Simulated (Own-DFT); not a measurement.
# One host, several defects: zincblende GaAs

The numbers are computed, not measured, by runs of the plane-wave DFT program Own-DFT (in-house, retired, unreviewed) at fixed positions, with no spin and no spin-orbit coupling.

Method: PBE; PseudoDojo norm-conserving scalar-relativistic files; cutoff 42 hartree; 3 x 3 x 3 k mesh centred on Gamma; Fermi-Dirac smearing of 0.1 eV.

Keep in mind (not all hold for every row): not probed for a lower state with spin; forces on such cells failed a check on a denser k mesh; forces not confirmed at this smearing and k mesh; forces on such cells passed a denser k mesh, each cell not checked; stress not checked against mesh or cutoff.

All runs share one cell, with vectors in Å (11.307, 0.000, 0.000); (0.000, 11.307, 0.000); (0.000, 0.000, 11.307) and a volume of 1445.4 Å³. Atoms were moved at random from their sites; u is the rms move along one axis. The defect's site can differ from row to row.

```
cell,formula,u (Å),P (GPa)
no defect,As32Ga32,0.0189,3.51
no defect,As32Ga32,0.0504,3.89
no defect,As32Ga32,0.0543,3.99
one Al on a Ga site,AlAs32Ga31,0.0473,3.90
one Al on a Ga site,AlAs32Ga31,0.0485,3.98
one Al on a Ga site,AlAs32Ga31,0.0545,4.03
one As on a Ga site and one Ga on an As site,As32Ga32,0.0304,3.91
one As on a Ga site and one Ga on an As site,As32Ga32,0.0305,?
one As on a Ga site and one Ga on an As site,As32Ga32,0.0455,4.23
one As on a Ga site and one Ga on an As site,As32Ga32,0.0515,4.52
two As on a Ga site each,As34Ga30,0.0274,4.74
two As on a Ga site each,As34Ga30,0.0277,4.75
two As on a Ga site each,As34Ga30,0.0322,4.78
one As on a Ga site,As33Ga31,0.0276,4.26
one As on a Ga site,As33Ga31,0.0288,4.26
one As on a Ga site,As33Ga31,0.0470,4.55
```

## Worked fit

P = P0 + c u² + a shift for each defect gives P0 = 3.37 GPa, c = 221 ± 25 GPa/Å² and a scatter of 0.07 GPa. The shifts, and each times the cell's volume:

- two As on a Ga site each: 1.20 ± 0.06 GPa, 10.9 eV (5.4 eV for each of its 2 sites)
- one As on a Ga site: 0.71 ± 0.06 GPa, 6.4 eV
- one As on a Ga site and one Ga on an As site: 0.44 ± 0.05 GPa, 4.0 eV
- one Al on a Ga site: 0.05 ± 0.06 GPa, 0.4 eV (not resolved)

A positive shift means that the defect pushes the cell outwards. Shift times volume (160.2 GPa Å³ is 1 eV) depends little on the cell's size, so, taken for each site, it can be compared between cells at like pressure. The atoms around the defects weren't relaxed, which would change these numbers.

## Check

Asked: what pressure belongs in the blank (one As on a Ga site and one Ga on an As site, u = 0.0305 Å)?

Estimate: 4.01 ± 0.08 GPa. Computed: 3.88 GPa.
